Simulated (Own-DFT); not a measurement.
# Stretching a layer in its plane: wurtzite AlGaN with randomly placed atoms, 128 atoms (Al40Ga24N64)

The numbers are computed, not measured, by runs of the plane-wave DFT program Own-DFT (in-house, retired, unreviewed) at fixed positions, with no spin and no spin-orbit coupling.

Settings: PBE; PseudoDojo norm-conserving scalar-relativistic files; cutoff 42 hartree; 3 x 3 x 3 k mesh centred on Gamma; Fermi-Dirac smearing of 0.05 eV.

Limits: forces on such cells passed a denser k mesh, each cell not checked; stress not checked against mesh or cutoff.

Unstrained cell vectors in Å: (12.563, 0.000, 0.000); (-6.282, 10.880, 0.000); (0.000, 0.000, 10.116). The unstrained cell has measured lattice constants (interpolated for alloys), not those of this functional. That, the random moves and any unrelaxed bonds set the pressure at no strain. Each run strains x and y alike by e, as a substrate would, and holds the height along z. Each coordinate of each atom was shifted by a normal deviate of width 0.05 Å. The random placing of the alloy's atoms differs from row to row. Stress is positive in tension.

```
e (%)  u (Å)  (s_xx + s_yy)/2 (GPa)  s_zz (GPa)
-2.25  0.049                 -20.80      -11.62
-1.25  0.049                 -15.00       -8.73
-0.75  0.053                 -11.42       -8.16
-0.50  0.051                  -9.97       -7.34
 0.50  0.048                  -4.30       -4.21
 1.50  0.048                   0.96       -4.15
 1.75  0.050                      ?           ?
 2.00  0.048                   3.82       -4.24
 2.25  0.046                   5.35       -5.36
 3.00  0.052                   7.53       -1.93
```

## Analysis

With e as a fraction, the in-plane stress is -7.0 + 574 e - 2366 e² GPa (errors 10 and 610, scatter 0.43), and s_zz is -7.0 + 155 e GPa (slope ± 23, scatter 1.17). At e = 0 the first slope is C11 + C12 and the second 2 C13, both with the ions held to the strained lattice and at the cell's own pressure. The term in e² is negative: the layer stiffens under compression and softens under tension. A free layer would change its height as e changes, and the in-plane slope would drop by 2 C13²/C33 to the biaxial modulus. At fixed height, a misfit of 1 % moves the in-plane stress by about 5.7 GPa and s_zz by 1.6 GPa.

## Withheld run

Question: what are the two stresses at e = 1.75 %?

The fit gives 2.3 and -4.2 GPa. The run itself gave 2.91 and -6.75 GPa.
